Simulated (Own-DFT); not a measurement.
## Calculated data, SiC (4H silicon carbide, atoms displaced)

Computed with Own-DFT development build. A calculation, not a measurement: plane-wave PBE density functional theory by an unreviewed code, no spin, of a simulated periodic cell, stress positive in tension, free energy of the whole cell less one offset for each atom, forces on such cells passed a denser k mesh, this cell's mesh not checked; offsets are fitted by least squares, one for each functional and potential file, so energies compare only between cells with the same atoms and settings and are not formation energies; the far tail of each file's local potential was reset to the Coulomb form; each entry is a single point on an unrelaxed cell, so the pressure reflects the starting lattice, mostly measured values (interpolated for alloys), from which strain is counted, and rises with the displacements; printed positions are rounded, which can move forces by about a meV/angstrom; the program, named Own-DFT, is a retired in-house code; no spin-orbit coupling.

```xyz
32
Lattice="6.1654 0.0000 0.0000 -3.0827 5.3394 0.0000 0.0000 0.0000 10.0681" Properties=species:S:1:pos:R:3:force_x:R:1:force_y:R:1:force_z:R:1 formula=SiC functional=PBE potential_files=PseudoDojo_norm-conserving,scalar-relativistic,standard_set wave_cutoff=42 occupations=Fermi-Dirac smearing_width=0.1 hardware=one_NVIDIA_H100 k_mesh=5_x_5_x_3_centred_on_Gamma free_energy_of_cell_above_offsets=3.706 pressure=9.39 stress_xx=-8.08 stress_yy=-8.76 stress_zz=-11.33 stress_yz=-1.39 stress_xz=-0.87 stress_xy=3.89 wall_time=121.3
Si     3.0858     5.2703     4.2037      1.693      1.185     -1.925
Si    -0.0563     1.8648     1.5637      2.944     -2.931     -0.662
C      2.9788     5.2837     0.8633      0.531      0.497      4.667
C     -0.0100     1.8405     3.3778      1.876     -2.125      1.913
Si     4.6487     2.4959     4.0310      0.681      4.598      2.714
Si    -1.6426     4.3007     1.4335      0.305      6.427      1.618
C     -1.4707     2.6952     0.9644     -2.647     -3.036      -3.52
C     -1.6323     4.4190     3.2520      0.735     -0.166      3.877
Si     3.0164     0.0803     3.9633     -1.033     -3.287      1.145
Si     3.1882     1.7483     1.4698     -2.815      0.966       1.67
C      3.0588     0.0162     1.0168      -0.01     -1.929     -0.797
C      3.1369     1.8051     3.5290     -2.255     -0.468      -2.41
Si     1.5760     2.5748     4.1955     -1.359      1.806     -1.703
Si     1.5294     4.4691     1.8605     -0.244     -0.054     -7.305
C      1.4786     2.7563     0.9456      1.515     -0.548      3.614
C      1.5701     4.4968     3.5423     -0.995     -1.004       4.31
Si     6.0501     0.0186     9.2310      3.145     -0.721     -3.955
Si     3.0927     3.5365     6.5667     -0.464     -0.675      0.333
C      0.1136     0.0809     6.1244     -2.747     -3.868     -3.584
C      3.1845     3.5322     8.3866     -5.506      3.423      1.618
Si     4.4112     2.6170     9.0280      5.923     -1.445        1.8
Si     4.6483     0.7195     6.4778     -2.242      2.611      3.343
C      4.5901     2.5487     6.1913       1.29      0.998     -3.633
C      4.7279     0.9049     8.5241     -3.726     -1.404     -1.813
Si    -0.0407     5.1746     9.1126      0.676      7.109      2.411
Si     0.0162     3.6190     6.7173      -2.01     -1.332     -1.756
C      2.8593     0.0244     5.9062      4.761     -2.197     -0.734
C     -0.0050     3.6090     8.5508     -0.387     -4.216     -0.922
Si     1.5036     2.7436     9.2853      0.872     -0.404     -4.335
Si     1.5509     0.8429     6.6890      0.116      4.127      2.309
C      1.4260     2.6587     6.0009      1.864      0.406      0.605
C      1.5819     1.0216     8.5443     -0.487      -2.34      1.107
```

Units: wave_cutoff in hartree; smearing_width, free_energy_of_cell_above_offsets in eV; pressure, stress_xx, stress_yy, stress_zz, stress_yz, stress_xz, stress_xy in GPa; wall_time in s; force_x, force_y, force_z in eV/Å.
